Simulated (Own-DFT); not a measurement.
Simulation results for Si2SnGe5 (diamond-structure random alloy, strained, atoms displaced)

Computed with Own-DFT development build. A calculation, not a measurement: plane-wave density functional theory by an unreviewed code, no spin, of a simulated periodic cell, stress positive in tension, run twice, with PBE and with PBEsol, both on files made for PBE, so the change isn't that of files made for PBEsol, forces on such cells moved up to 12 meV/angstrom on a denser k mesh; the far tail of each file's local potential was reset to the Coulomb form; each entry is a single point on an unrelaxed cell, so the pressure reflects the starting lattice, mostly measured values (interpolated for alloys), from which strain is counted, and rises with the displacements; printed positions are rounded, which can move forces by about a meV/angstrom; the program, named Own-DFT, is a retired in-house code; no spin-orbit coupling; stress was not checked against mesh or cutoff.

Si2SnGe5 (diamond-structure random alloy, strained, atoms displaced)

```cif
# cell vector a (Å): 11.1820 0.0000 0.0000
# cell vector b (Å): 0.0000 11.1820 0.0000
# cell vector c (Å): 0.0000 0.0000 11.4103
data_Si2SnGe5
_symmetry_space_group_name_H-M 'P 1'
_symmetry_Int_Tables_number 1
_cell_length_a 11.1820
_cell_length_b 11.1820
_cell_length_c 11.4103
_cell_angle_alpha 90.000
_cell_angle_beta 90.000
_cell_angle_gamma 90.000
_cell_volume 1426.71
loop_
_atom_site_label
_atom_site_type_symbol
_atom_site_fract_x
_atom_site_fract_y
_atom_site_fract_z
_atom_site_occupancy
Ge1 Ge 0.00224 0.99167 0.99816 1
Ge2 Ge 0.00218 0.25180 0.24671 1
Ge3 Ge 0.25084 0.00183 0.25060 1
Ge4 Ge 0.24863 0.24914 0.99622 1
Ge5 Ge 0.11991 0.12762 0.12724 1
Ge6 Ge 0.11882 0.37586 0.37088 1
Ge7 Ge 0.37499 0.12912 0.38208 1
Ge8 Ge 0.37544 0.37092 0.12785 1
Ge9 Ge 0.99529 0.00824 0.49177 1
Ge10 Ge 0.00104 0.24601 0.74733 1
Ge11 Ge 0.26053 0.98744 0.75469 1
Si1 Si 0.24490 0.25964 0.49510 1
Ge12 Ge 0.12302 0.12864 0.63013 1
Ge13 Ge 0.12492 0.36693 0.87813 1
Si2 Si 0.37764 0.11815 0.88480 1
Sn1 Sn 0.37920 0.37315 0.62074 1
Ge14 Ge 0.99608 0.50416 0.00193 1
Si3 Si 0.99992 0.75216 0.24998 1
Ge15 Ge 0.24937 0.49867 0.25871 1
Ge16 Ge 0.25289 0.75749 0.99444 1
Si4 Si 0.12190 0.62460 0.12238 1
Ge17 Ge 0.13155 0.87032 0.37450 1
Ge18 Ge 0.37808 0.61927 0.37343 1
Ge19 Ge 0.38083 0.86867 0.12350 1
Si5 Si 0.99672 0.50080 0.49877 1
Ge20 Ge 0.00453 0.74481 0.74644 1
Ge21 Ge 0.26435 0.50068 0.75179 1
Ge22 Ge 0.24433 0.74959 0.49362 1
Sn2 Sn 0.12141 0.62697 0.62871 1
Si6 Si 0.12888 0.87500 0.87127 1
Ge23 Ge 0.37779 0.62285 0.87719 1
Si7 Si 0.37652 0.88209 0.62603 1
Sn3 Sn 0.50253 0.00584 0.00574 1
Ge24 Ge 0.49363 0.24600 0.24934 1
Ge25 Ge 0.74804 0.99313 0.25253 1
Ge26 Ge 0.75264 0.25314 0.01322 1
Ge27 Ge 0.62297 0.12221 0.12909 1
Sn4 Sn 0.62975 0.37531 0.37861 1
Si8 Si 0.88102 0.13143 0.38006 1
Ge28 Ge 0.87630 0.37445 0.13279 1
Si9 Si 0.49759 0.00114 0.50369 1
Ge29 Ge 0.50097 0.24848 0.74426 1
Si10 Si 0.74606 0.00143 0.74488 1
Sn5 Sn 0.74907 0.24984 0.50089 1
Si11 Si 0.63214 0.12587 0.62492 1
Sn6 Sn 0.62920 0.37906 0.87875 1
Si12 Si 0.87609 0.12385 0.87440 1
Ge30 Ge 0.87186 0.37412 0.63021 1
Ge31 Ge 0.49260 0.50402 0.00599 1
Ge32 Ge 0.50152 0.74960 0.24883 1
Ge33 Ge 0.74900 0.50280 0.25197 1
Ge34 Ge 0.74999 0.75577 0.00251 1
Ge35 Ge 0.62328 0.61834 0.12408 1
Ge36 Ge 0.62822 0.88162 0.37534 1
Ge37 Ge 0.87403 0.61829 0.37383 1
Sn7 Sn 0.87284 0.87646 0.12447 1
Ge38 Ge 0.50693 0.49917 0.49592 1
Sn8 Sn 0.49490 0.74587 0.75463 1
Ge39 Ge 0.75015 0.50296 0.74628 1
Si13 Si 0.75815 0.75073 0.49319 1
Si14 Si 0.62865 0.62265 0.61507 1
Ge40 Ge 0.62276 0.87415 0.87694 1
Si15 Si 0.87176 0.62638 0.88299 1
Si16 Si 0.87102 0.87635 0.62257 1
```

Here we set functional PBE, then PBEsol, potential files PseudoDojo norm-conserving, scalar-relativistic, standard set, wave cutoff 49 hartree, occupations Fermi-Dirac, smearing width 0.1 eV and k mesh 3 x 3 x 3 centred on Gamma.

Results for Si2SnGe5 (diamond-structure random alloy, strained, atoms displaced): PBE pressure 8.31 GPa; PBE stress xx -8.74 GPa; PBE stress yy -8.65 GPa; PBE stress zz -7.53 GPa; PBE stress yz 0.33 GPa; PBE stress xz -0.41 GPa; PBE stress xy 0.73 GPa; PBEsol pressure 5.47 GPa; PBEsol stress xx -5.91 GPa; PBEsol stress yy -5.82 GPa; PBEsol stress zz -4.7 GPa; PBEsol stress yz 0.33 GPa; PBEsol stress xz -0.39 GPa; PBEsol stress xy 0.71 GPa; rms change of force components from PBE to PBEsol 0.056 eV/Å.

Force:
```
force element  PBE force x (eV/Å)  PBE force y (eV/Å)  PBE force z (eV/Å)  PBEsol force x (eV/Å)  PBEsol force y (eV/Å)  PBEsol force z (eV/Å)
           Ge               1.064               1.898              -1.661                  1.022                  1.852                 -1.542
           Ge              -0.665              -0.495                0.88                 -0.615                 -0.438                  0.816
           Ge               0.315              -0.208              -0.121                  0.298                 -0.204                  -0.11
           Ge                0.57              -0.697               0.742                   0.51                 -0.637                   0.75
           Ge               0.807              -0.757              -0.795                  0.785                 -0.729                 -0.764
           Ge               0.003               0.243               1.019                  0.011                  0.235                  0.914
           Ge              -0.596               -0.41               0.136                 -0.573                 -0.389                  0.052
           Ge              -0.906               0.381              -0.155                 -0.868                  0.367                 -0.143
           Ge               0.929              -1.402               1.281                  0.965                 -1.369                  1.264
           Ge              -0.812               0.505               1.099                 -0.751                  0.517                  1.026
           Ge              -0.831               1.844               0.194                 -0.835                  1.818                  0.181
           Si              -1.033              -1.535              -0.238                 -1.018                 -1.507                 -0.244
           Ge               1.388              -0.966              -1.158                  1.298                 -0.937                   -1.1
           Ge              -0.289               1.457              -0.802                 -0.271                  1.395                 -0.773
           Si              -1.582               1.941              -2.679                  -1.56                  1.908                 -2.631
           Sn              -0.452               0.098              -0.658                 -0.383                  0.147                 -0.587
           Ge               0.343              -0.597              -0.102                  0.326                 -0.649                 -0.091
           Si               1.135              -1.592               0.698                  1.079                 -1.526                  0.723
           Ge              -0.401               0.208              -1.692                 -0.356                   0.17                 -1.604
           Ge              -0.864              -1.094               0.485                  -0.76                 -1.067                  0.472
           Si               0.575               0.736               0.634                  0.597                  0.683                  0.586
           Ge              -1.533               1.106              -0.875                 -1.445                  1.094                 -0.816
           Ge               0.067               0.991               0.402                  0.059                  0.947                  0.385
           Ge              -1.439               0.002               1.122                  -1.39                 -0.003                  1.084
           Si              -0.663              -1.318              -0.244                 -0.658                 -1.296                 -0.246
           Ge              -3.159               2.937               3.002                 -3.027                  2.818                  2.883
           Ge              -1.834              -0.312               1.481                 -1.769                  -0.29                  1.442
           Ge               2.378               0.426               0.579                  2.272                  0.399                  0.527
           Sn               1.828              -2.239               -1.52                  1.818                 -2.125                  -1.44
           Si              -0.538              -0.434              -0.054                 -0.518                 -0.429                  -0.05
           Ge               -1.75              -0.716               1.802                 -1.696                 -0.695                  1.747
           Si              -0.381              -0.714              -1.762                 -0.428                 -0.742                 -1.673
           Sn               0.029              -1.458              -0.515                  0.086                 -1.479                 -0.438
           Ge               0.408              -0.261              -0.046                  0.393                 -0.257                 -0.055
           Ge               0.044               2.986               1.106                 -0.003                   2.87                  1.043
           Ge               0.734              -1.533              -0.436                  0.685                 -1.453                 -0.386
           Ge               1.951               1.685               1.934                   1.89                  1.637                  1.883
           Sn              -2.214               0.699              -3.414                 -2.167                  0.704                 -3.322
           Si              -0.091              -0.869              -2.376                  -0.08                 -0.854                  -2.33
           Ge               0.053               0.895              -0.356                  0.044                  0.859                 -0.345
           Si               0.757               0.406                0.36                  0.755                  0.416                  0.264
           Ge               0.671              -2.464               1.552                  0.649                 -2.325                  1.504
           Si               0.645              -0.294               0.656                  0.604                 -0.326                  0.695
           Sn               2.303              -2.052               1.755                  2.251                 -1.899                  1.717
           Si              -2.098              -1.849               1.026                 -2.074                 -1.726                  0.992
           Sn              -0.798              -0.471               0.071                 -0.778                 -0.451                  0.068
           Si              -0.438               -0.29               0.099                 -0.391                  -0.25                  0.137
           Ge               1.731               1.139               0.245                   1.65                  1.079                  0.267
           Ge              -0.184               -0.37                0.37                 -0.168                 -0.351                  0.355
           Ge               0.427               -0.33               0.544                  0.407                 -0.324                  0.511
           Ge               0.789               0.368              -1.357                  0.775                  0.353                 -1.316
           Ge              -1.458              -2.212              -1.502                 -1.452                 -2.112                 -1.432
           Ge               0.386               1.129               0.102                  0.364                  1.096                  0.107
           Ge              -1.036              -1.182               1.173                 -0.989                 -1.141                  1.054
           Ge               0.853               1.278                0.02                  0.782                  1.204                 -0.023
           Sn               0.986              -0.394               0.881                  0.904                 -0.343                  0.812
           Ge              -0.678               2.342               0.851                 -0.697                  2.236                  0.787
           Sn               1.442                0.45              -2.366                  1.395                  0.428                 -2.203
           Ge               0.852               1.651              -0.339                  0.832                  1.525                 -0.327
           Si               -0.77               -0.01               0.816                 -0.754                 -0.021                  0.711
           Si               0.763               0.613              -0.155                  0.714                  0.549                 -0.121
           Ge               1.914               0.655              -0.616                  1.828                  0.599                 -0.551
           Si               0.067               0.348              -1.125                  0.063                  0.335                   -1.1
           Si               0.289               0.103               0.003                  0.361                  0.103                  0.004
```
